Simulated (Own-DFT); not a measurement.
# Forces on the neighbours of a vacancy: 2H SiC, 71 atoms (C36Si35), with one Si vacancy

All numbers below are calculated, not measured. They come from Own-DFT, an in-house plane-wave density functional program, since retired, whose code no person has reviewed. Each row is one single-point run on a periodic cell that was not relaxed, without spin or spin-orbit coupling.

Settings of every run: PBE; PseudoDojo norm-conserving scalar-relativistic files; cutoff 42 hartree; 4 x 4 x 3 k mesh centred on Gamma; Fermi-Dirac smearing of 0.1 eV.

Known limits: a neutral cation vacancy leaves holes that likely carry spin, which these runs leave out; not probed for a lower state with spin; forces on such cells moved up to 12 meV/angstrom on a denser k mesh; stress not checked against mesh or cutoff.

Cell vectors in Å: (9.248, 0.000, 0.000); (-4.624, 8.009, 0.000); (0.000, 0.000, 10.068). Every atom was also moved at random, by a Gaussian of width 0.05 Å on each axis. The defect's site can differ from row to row. The empty site has 4 nearest neighbours, all C. For each, d is its distance from the empty site and R the part of its force along the line away from it, positive outwards. The last column is the rms force component on atoms over 4.5 Å away.

| run | d1 (Å) | d2 (Å) | d3 (Å) | d4 (Å) | R1 (eV/Å) | R2 (eV/Å) | R3 (eV/Å) | R4 (eV/Å) | far F (eV/Å) |
|---|---|---|---|---|---|---|---|---|---|
| 1 | 1.868 | 1.910 | 1.959 | 1.962 | 0.96 | 1.28 | 0.96 | 0.37 | 1.29 |
| 2 | 1.794 | 1.883 | 1.889 | 1.930 | 2.38 | 1.01 | 1.76 | 0.83 | 1.63 |
| 3 | 1.880 | 1.888 | 1.914 | 1.920 | 1.07 | 1.34 | 1.34 | 1.46 | 1.31 |
| 4 | 1.854 | 1.864 | 1.916 | 1.935 | 1.63 | 1.65 | 1.17 | 0.62 | 1.60 |
| 5 | 1.825 | 1.900 | 1.905 | 1.909 | 1.47 | 0.78 | 0.77 | 1.19 | 1.44 |
| 6 | 1.876 | 1.882 | 1.959 | 2.017 | 1.10 | 2.08 | 0.90 | -0.68 | 1.40 |
| 7 | 1.872 | 1.921 | 1.936 | 1.969 | 1.07 | 1.22 | 0.32 | 0.56 | 1.42 |
| 8 | 1.880 | 1.882 | 1.924 | 2.031 | 1.52 | 1.25 | 1.41 | 0.29 | 1.58 |
| 9 | 1.865 | 1.888 | 1.926 | 1.979 | ? | ? | ? | ? | ? |

## Worked fit

A straight line through the 32 neighbours shown gives R = 1.10 - 9.2 (d - 1.908) eV/Å, with a scatter of 0.36 left by the moves of the other atoms. The slope, with an error of 1.3, is the pull back towards the neighbour's own site. The constant, 1.10 ± 0.06 eV/Å, is the force at the mean distance: with one bond gone, the neighbours are pushed outwards, away from the empty site. It shows how a relaxation would start, not where it would end, and it depends somewhat on the width of the random moves.

## Withheld run

Question: what mean R should the neighbours of run 9 feel? Their mean d is 1.915 Å.

The line gives 1.03 ± 0.15 eV/Å, by the scatter of the means of the runs shown. The calculation gave R = 1.78, 1.83, 0.59, 0.97, a mean of 1.29 eV/Å.
